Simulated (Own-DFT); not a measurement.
# Point defects and the pressure they add: wurtzite GaN

No measurement is shown. These are fixed-geometry runs of a retired plane-wave code named Own-DFT, which no person has reviewed; spin and spin-orbit coupling are neglected.

Method: PBE; PseudoDojo norm-conserving scalar-relativistic files; cutoff 42 hartree; 4 x 4 x 3 k mesh centred on Gamma; Fermi-Dirac smearing of 0.1 eV.

Keep in mind (not all hold for every row): not probed for a lower state with spin; forces not confirmed at this smearing and k mesh; stress not checked against mesh or cutoff.

All runs share one cell, with vectors in Å (9.567, 0.000, 0.000); (-4.784, 8.285, 0.000); (0.000, 0.000, 10.370) and a volume of 822.0 Å³. The atoms are randomly displaced, by u rms on each axis. The defect's site can differ from row to row.

```
cell,formula,u (Å),P (GPa)
no defect,Ga36N36,0.0188,5.90
no defect,Ga36N36,0.0195,5.96
no defect,Ga36N36,0.0472,7.27
one Ga on an N site,Ga37N35,0.0274,12.02
one Ga on an N site,Ga37N35,0.0472,12.91
one Ga on an N site,Ga37N35,0.0533,13.96
one N on a Ga site,Ga35N37,0.0285,5.34
one N on a Ga site,Ga35N37,0.0302,5.35
one N on a Ga site,Ga35N37,0.0441,6.08
one N on a Ga site,Ga35N37,0.0492,?
```

## Fit

P = P0 + c u² + a shift for each defect gives P0 = 5.61 GPa, c = 775 ± 82 GPa/Å² and a scatter of 0.19 GPa. The shifts, and each times the cell's volume:

- one Ga on an N site: 5.85 ± 0.17 GPa, 30.0 eV
- one N on a Ga site: -0.97 ± 0.16 GPa, -5.0 eV

A positive shift means that the defect pushes the cell outwards. Shift times volume (160.2 GPa Å³ is 1 eV) depends little on the cell's size, so, taken for each site, it can be compared between cells at like pressure. The atoms around the defects weren't relaxed, which would change these numbers.

## Test on the hidden row

Asked: what pressure belongs in the blank (one N on a Ga site, u = 0.0492 Å)?

From the fit: 6.52 ± 0.24 GPa. Computed: 6.59 GPa.
